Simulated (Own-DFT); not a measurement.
GaP (zincblende, strained, atoms displaced), GaP (zincblende, atoms displaced) (calculated)

Computed with Own-DFT development build. A calculation, not a measurement: plane-wave PBE density functional theory by an unreviewed code, no spin, of a simulated periodic cell, stress positive in tension, free energy of the whole cell less one offset for each atom, forces on such cells passed a denser k mesh, this cell's mesh not checked; offsets are fitted by least squares, one for each functional and potential file, so energies compare only between cells with the same atoms and settings and are not formation energies; the far tail of each file's local potential was reset to the Coulomb form; each entry is a single point on an unrelaxed cell, so the pressure reflects the starting lattice, mostly measured values (interpolated for alloys), from which strain is counted, and rises with the displacements; printed positions are rounded, which can move forces by about a meV/angstrom; the program, named Own-DFT, is a retired in-house code; no spin-orbit coupling.

Settings shared by all entries: functional PBE; potential files PseudoDojo norm-conserving, scalar-relativistic, standard set; wave cutoff 42 hartree; occupations Fermi-Dirac; smearing width 0.1 eV; k mesh 3 x 3 x 3 centred on Gamma.

(1) GaP (zincblende, strained, atoms displaced)

```xyz
64
Lattice="10.8620 0.0000 0.0000 0.0000 10.8620 0.0000 0.0000 0.0000 10.9439" Properties=species:S:1:pos:R:3 GaP
Ga    10.8408    10.7689     0.1104
Ga     0.1612     2.7899     2.6958
Ga     2.7332     0.0194     2.7664
Ga     2.6707     2.6910     0.0469
P      1.3962     1.4180     1.4487
P      1.3525     4.1019     3.9232
P      3.9614     1.4609     4.1017
P      4.0961     4.1109     1.3692
Ga     0.1745     0.0105     5.4049
Ga     0.0615     2.7848     8.2659
Ga     2.6243    10.7207     8.2139
Ga     2.7593     2.7029     5.5884
P      1.4443     1.3635     6.8747
P      1.4384     4.0018     9.5474
P      4.1346     1.3791     9.6752
P      3.9293     4.0954     6.9364
Ga     0.0346     5.5556    10.9328
Ga    10.7943     8.1041     2.8001
Ga     2.6025     5.3812     2.7187
Ga     2.8394     7.9572    10.9128
P      1.3916     6.6819     1.4424
P      1.3860     9.5297     4.1427
P      3.9628     6.8973     4.1828
P      4.1192     9.4506     1.5048
Ga     0.0389     5.4122     5.4723
Ga     0.0182     8.0481     8.2068
Ga     2.7773     5.4637     8.3350
Ga     2.8848     8.0348     5.5582
P      1.1843     6.9269     6.8150
P      1.3115     9.6909     9.6600
P      4.0691     6.8557     9.6971
P      4.0788     9.4186     6.7763
Ga     5.4458     0.0204    10.8908
Ga     5.4570     2.6828     2.7595
Ga     8.0932     0.0529     2.7616
Ga     8.1233     2.6617    10.8613
P      6.7147     1.1597     1.3880
P      6.8177     4.1295     4.0882
P      9.5598     1.4385     4.1528
P      9.5544     4.1887     1.3295
Ga     5.4902    10.8230     5.4377
Ga     5.4513     2.8582     8.2158
Ga     8.2769     0.1364     8.2096
Ga     8.1212     2.7478     5.4343
P      6.8020     1.3121     6.8277
P      6.8067     4.0685     9.6370
P      9.4410     1.3926     9.5083
P      9.5376     4.1274     6.7840
Ga     5.4838     5.4814    10.8652
Ga     5.3621     8.2631     2.7569
Ga     8.1741     5.3754     2.8424
Ga     8.2274     8.0604     0.0919
P      6.8011     6.8565     1.2495
P      6.7247     9.5528     4.1172
P      9.3783     6.8026     4.1650
P      9.5833     9.5260     1.3564
Ga     5.3841     5.4196     5.4518
Ga     5.4145     8.0258     8.2560
Ga     8.0357     5.5428     8.1625
Ga     8.0338     8.0453     5.4265
P      6.7505     6.7279     6.7811
P      6.8640     9.3739     9.5797
P      9.4423     6.7698     9.4615
P      9.3909     9.3512     6.8701
```

Here we set hardware one NVIDIA H100.

Results for GaP (zincblende, strained, atoms displaced): free energy of cell above offsets -28.301 eV; pressure 4.75 GPa; stress xx -4.89 GPa; stress yy -4.63 GPa; stress zz -4.73 GPa; stress yz -0.96 GPa; stress xz 0.83 GPa; stress xy 0.05 GPa; wall time 581.1 s.

Force:
```tsv
element	x (eV/Å)	y (eV/Å)	z (eV/Å)
Ga	0.324	2.653	-0.525
Ga	-2.714	-0.643	-0.481
Ga	-0.233	-0.4	-0.071
Ga	1.019	0.148	-0.034
P	-0.281	-1.393	-0.966
P	0.322	-0.07	3.898
P	1.487	-0.783	0.462
P	0.197	0.029	-0.084
Ga	-1.854	0.232	1.268
Ga	-0.787	-0.568	-1.155
Ga	1.8	1.211	-0.413
Ga	-0.871	0.495	-1.015
P	-1.002	-0.185	0.294
P	-0.39	1.316	1.126
P	-0.891	0.107	-1.457
P	1.65	0.586	-0.715
Ga	-0.323	-0.949	-0.891
Ga	0.656	0.369	0.034
Ga	2.702	0.475	0.06
Ga	-3.034	3.52	3.154
P	-0.782	2.132	-1.088
P	0.826	-1.465	-0.695
P	1.967	-2.794	-2.694
P	-1.753	1.561	-2.662
Ga	-0.194	0.216	-0.747
Ga	-1.317	2.412	1.39
Ga	-1.289	0.74	-0.563
Ga	-3.286	1.541	0.939
P	3.003	-2.013	-0.759
P	0.41	-3.286	-0.259
P	1.81	-2.398	-2.872
P	0.789	1.049	1.686
Ga	-0.112	-2.017	-0.086
Ga	-0.149	0.266	-0.406
Ga	1.434	-0.437	0.58
Ga	0.123	0.129	1.764
P	0.66	2.34	-0.175
P	-1.169	-0.989	0.397
P	0.142	-0.365	-0.872
P	-0.443	-1.264	0.06
Ga	-1.44	1.134	0.603
Ga	-0.194	-1.378	-0.033
Ga	-1.606	-2.548	-1.199
Ga	0.312	-0.186	0.591
P	-0.35	1.034	0.172
P	0.033	0.737	-1.076
P	2.237	0.513	1.57
P	-0.57	-0.467	0.94
Ga	-0.249	-0.537	1.167
Ga	1.467	-1.925	0.896
Ga	0.037	0.907	-1.867
Ga	0.584	1.131	-1.237
P	-0.703	-1.018	2.481
P	1.211	-1.034	-0.517
P	1.416	-0.562	-0.518
P	-1.66	-1.114	1.517
Ga	-0.739	-0.214	-0.016
Ga	0.509	1.187	-0.636
Ga	0.902	-1.728	0.139
Ga	-0.127	1.576	0.572
P	-1.139	0.345	0.21
P	-0.135	1.178	-0.1
P	0.795	0.143	1.38
P	0.963	1.319	-0.465
```

(2) GaP (zincblende, strained, atoms displaced)

```xyz
64
Lattice="10.8620 0.0000 0.0000 0.0000 10.8620 0.0000 0.0000 0.0000 10.9439" Properties=species:S:1:pos:R:3 GaP
Ga    10.8578    10.8243     0.0117
Ga    10.8206     2.7283     2.7634
Ga     2.6894    10.8446     2.7416
Ga     2.7112     2.7353    10.9364
P      1.3542     1.3418     1.3676
P      1.3668     4.0866     4.0739
P      4.0103     1.4107     4.1236
P      4.0988     4.0887     1.3524
Ga    10.8582    10.8481     5.4747
Ga    10.8265     2.6863     8.2185
Ga     2.7505     0.0141     8.1909
Ga     2.7450     2.6951     5.4192
P      1.3695     1.3668     6.8143
P      1.3944     4.0725     9.5821
P      4.0622     1.3406     9.5203
P      4.0657     4.0413     6.7836
Ga     0.0288     5.4331    10.9338
Ga    10.8527     8.1174     2.7532
Ga     2.7374     5.4542     2.7380
Ga     2.6955     8.1385     0.0547
P      1.3242     6.7762     1.3408
P      1.3529     9.4965     4.0585
P      4.0273     6.8043     4.1147
P      4.0900     9.4750     1.3497
Ga     0.0362     5.4802     5.4388
Ga    10.8297     8.1488     8.1802
Ga     2.6778     5.4581     8.1918
Ga     2.7768     8.1481     5.5058
P      1.3677     6.8216     6.8611
P      1.3647     9.5227     9.5722
P      4.0681     6.8107     9.5596
P      4.1064     9.5290     6.8075
Ga     5.4076     0.0107     0.0071
Ga     5.3988     2.7011     2.7525
Ga     8.1642    10.8391     2.8079
Ga     8.1297     2.6668     0.0143
P      6.7951     1.3298     1.3440
P      6.7903     4.0498     4.0825
P      9.4672     1.3357     4.0666
P      9.4998     4.0354     1.3695
Ga     5.4141     0.0094     5.4685
Ga     5.4928     2.7156     8.1718
Ga     8.0856     0.0719     8.2112
Ga     8.1352     2.6834     5.4868
P      6.7875     1.3591     6.8630
P      6.7967     4.0713     9.6121
P      9.4634     1.3421     9.5873
P      9.4774     4.0148     6.8736
Ga     5.4641     5.4563     0.0165
Ga     5.4135     8.1499     2.7079
Ga     8.1187     5.4664     2.7975
Ga     8.0838     8.1520    10.9422
P      6.8142     6.8118     1.3820
P      6.7551     9.4863     4.1570
P      9.5232     6.7778     4.1661
P      9.5027     9.4578     1.3512
Ga     5.4426     5.4194     5.4973
Ga     5.4472     8.2102     8.1949
Ga     8.1342     5.4047     8.2102
Ga     8.1046     8.0656     5.4850
P      6.7713     6.7468     6.8379
P      6.8101     9.5085     9.5518
P      9.5132     6.8248     9.5494
P      9.5120     9.4885     6.8298
```

Settings of this run: hardware one NVIDIA H100.

Results for GaP (zincblende, strained, atoms displaced): free energy of cell above offsets -35.188 eV; pressure 3.11 GPa; stress xx -3.29 GPa; stress yy -3.31 GPa; stress zz -2.74 GPa; stress yz 0.08 GPa; stress xz -0.12 GPa; stress xy -0.31 GPa; wall time 508.4 s.

Force:
```tsv
element	x (eV/Å)	y (eV/Å)	z (eV/Å)
Ga	-0.048	0.231	-0.128
Ga	0.395	-0.206	-0.294
Ga	0.358	0.115	-0.295
Ga	0.253	-0.396	0.099
P	-0.14	0.318	0.035
P	-0.056	-0.09	0.211
P	0.909	-1.24	-0.74
P	-0.153	-0.026	0.16
Ga	0.039	0.047	-0.246
Ga	0.45	0.021	0.173
Ga	-0.533	-0.278	-0.174
Ga	-0.983	0.721	0.673
P	-0.117	-0.046	0.102
P	-0.565	-0.046	-0.365
P	0.436	0.576	0.53
P	0	0.301	0.682
Ga	-0.58	-0.289	-0.211
Ga	-0.066	0.028	-0.245
Ga	-0.265	-0.166	-0.384
Ga	-0.005	0.061	-0.701
P	0.3	0.006	0.632
P	0.093	-0.25	0.764
P	0.853	-0.214	-0.088
P	-0.292	0.506	0.272
Ga	0.048	-0.862	0.796
Ga	0.401	0.339	0.341
Ga	0.615	-0.398	0.025
Ga	-0.734	0.28	-0.284
P	-0.119	-0.01	-0.376
P	0.074	-0.297	-0.178
P	0.143	0.021	0.131
P	-0.245	-0.025	0.383
Ga	0.079	-0.145	-0.422
Ga	0.268	-0.01	-0.429
Ga	-0.488	-0.506	-0.903
Ga	0.155	0.436	-0.018
P	-0.28	-0.154	0.801
P	-0.175	0.068	0.432
P	0.528	0.305	0.87
P	-0.256	0.697	-0.045
Ga	0.039	0.448	-0.143
Ga	-0.729	0.384	0.464
Ga	0.841	-0.882	-0.046
Ga	0.101	0.135	-0.262
P	-0.237	-0.077	-0.802
P	-0.047	-0.064	-0.175
P	0.455	-0.115	0.116
P	0.413	0.696	-0.613
Ga	-0.272	0.052	-0.255
Ga	0.06	-0.078	0.475
Ga	0.563	-0.426	-0.472
Ga	0.709	-0.021	-0.25
P	-0.275	-0.218	0.175
P	0.196	-0.098	-0.441
P	-0.371	0.214	-0.664
P	-0.264	0.205	0.423
Ga	-0.31	-0.135	-0.604
Ga	-0.106	-0.572	0.025
Ga	0.217	0.108	0.2
Ga	0.293	0.66	0.203
P	-0.074	0.226	0.469
P	-0.386	0.328	0.266
P	-0.359	-0.511	0.349
P	-0.756	0.314	-0.023
```

(3) GaP (zincblende, atoms displaced)

```xyz
64
Lattice="10.9010 0.0000 0.0000 0.0000 10.9010 0.0000 0.0000 0.0000 10.9010" Properties=species:S:1:pos:R:3 GaP
Ga     0.0254    10.8860     0.1198
Ga    10.8776     2.7427     2.7632
Ga     2.5380     0.0578     2.7225
Ga     2.6247     2.8624     0.0417
P      1.3327     1.4580     1.3770
P      1.4263     4.2753     4.1091
P      4.1494     1.5251     4.2926
P      4.0839     4.1015     1.3993
Ga     0.0074    10.8673     5.3523
Ga    10.8130     2.6479     8.1567
Ga     2.7235     0.0158     8.2548
Ga     2.7872     2.7873     5.3330
P      1.2002     1.4099     6.6979
P      1.3190     4.0610     9.6404
P      4.2238     1.4320     9.7163
P      4.0908     4.0171     6.7566
Ga    10.8870     5.5252     0.0302
Ga     0.1896     8.1284     2.5964
Ga     2.7875     5.4281     2.7463
Ga     2.7827     8.0991    10.8283
P      1.2210     6.6093     1.1951
P      1.4485     9.6112     4.0035
P      4.1591     6.7101     4.0817
P      4.0998     9.4959     1.3162
Ga     0.0633     5.4334     5.3472
Ga     0.0903     8.1176     8.2357
Ga     2.9105     5.3851     8.1424
Ga     2.5867     8.2376     5.4140
P      1.5329     6.8524     6.7449
P      1.4599     9.4892     9.5914
P      4.0598     6.7487     9.5467
P      4.1020     9.7476     6.8692
Ga     5.2846     0.0541     0.0166
Ga     5.4535     2.7344     2.8284
Ga     8.2600     0.0377     2.6756
Ga     8.3810     2.5796    10.8860
P      6.8370     1.5069     1.3112
P      6.7436     4.0487     3.9292
P      9.5890     1.4053     4.1211
P      9.7324     4.2322     1.4320
Ga     5.3696    10.8765     5.4197
Ga     5.5048     2.8342     8.1645
Ga     8.1392     0.0560     8.0674
Ga     8.2852     2.7392     5.4260
P      6.8650     1.1380     6.8374
P      6.8181     4.0996     9.5015
P      9.5416     1.2924     9.4928
P      9.6078     4.0844     6.7191
Ga     5.4781     5.5472     0.1074
Ga     5.3030     8.1821     2.7001
Ga     8.1556     5.5260     2.6607
Ga     8.1978     8.3441     0.0295
P      6.7494     6.8101     1.4508
P      6.6834     9.6134     4.0733
P      9.4513     6.7877     4.2373
P      9.4990     9.6408     1.4784
Ga     5.4199     5.4097     5.5659
Ga     5.4651     8.1657     8.2562
Ga     8.1409     5.4416     8.2889
Ga     8.1544     8.2308     5.5731
P      6.7942     6.5821     7.0282
P      6.8257     9.6322     9.4076
P      9.6463     6.8035     9.6270
P      9.5317     9.7238     6.9580
```

It finds free energy of cell above offsets -26.996 eV; pressure 4.77 GPa; stress xx -4.69 GPa; stress yy -4.78 GPa; stress zz -4.83 GPa; stress yz 0.33 GPa; stress xz -0.19 GPa; stress xy 0.46 GPa.

Force:
```tsv
element	x (eV/Å)	y (eV/Å)	z (eV/Å)
Ga	0.032	-0.071	-1.013
Ga	0.708	0.706	0.486
Ga	2.746	1.124	-0.788
Ga	1.609	-1.039	0.35
P	-0.088	-0.089	-0.054
P	0.209	-2.443	-0.938
P	0.137	-2.143	-2.715
P	0.287	-0.281	-0.145
Ga	-0.384	-0.127	0.606
Ga	0.502	0.917	0.01
Ga	-0.191	1.459	-0.046
Ga	-2.543	0.779	1.584
P	2.083	-0.21	0.565
P	-0.51	0.823	-2.232
P	-2.749	1.943	-2.412
P	-0.003	-0.265	0.635
Ga	-1.623	-2.948	-2.716
Ga	-1.489	0.001	0.846
Ga	-0.265	0.611	-0.869
Ga	-0.714	-0.152	0.968
P	4.789	3.657	3.383
P	-1.688	-1.494	0.697
P	-0.906	1.421	0.712
P	-1.425	0.522	0.404
Ga	-0.71	1.163	1.64
Ga	-0.051	0.455	-0.653
Ga	-1.598	-0.131	0.236
Ga	2.609	0.506	-0.193
P	-1.704	-1.231	1.263
P	-0.948	0.631	0.123
P	1.117	0.279	0.092
P	-0.593	-2.522	-0.061
Ga	2.862	-1.255	0.958
Ga	-0.88	-0.852	-1.752
Ga	-2.124	1.585	1.413
Ga	-0.871	2.159	0.516
P	-0.345	-1.453	0.658
P	1.957	1.577	2.486
P	-0.274	-0.617	-0.812
P	-2.111	-1.361	-0.184
Ga	0.74	0.492	0.398
Ga	0.168	-1.698	-0.217
Ga	0.942	-0.559	2.698
Ga	-1.719	-0.154	0.139
P	-2.033	3.946	-2.247
P	0.458	-0.331	1.962
P	0.627	-0.837	0.203
P	-0.334	0.716	1.305
Ga	-0.323	-1.232	-0.971
Ga	1.094	-0.112	0.846
Ga	0.478	-0.736	0.938
Ga	-0.562	-0.75	-0.357
P	0.85	1.708	-0.804
P	1.158	-0.892	-0.473
P	0.639	0.829	-1.317
P	1.677	-1.834	-1.046
Ga	1.04	-0.165	-1.116
Ga	-0.331	0.003	-0.733
Ga	2.262	-0.689	0.147
Ga	-0.599	0.042	0.357
P	-0.759	2.764	-1.928
P	-0.283	-0.387	1.762
P	-1.75	0.874	-0.921
P	1.697	-2.634	-1.673
```
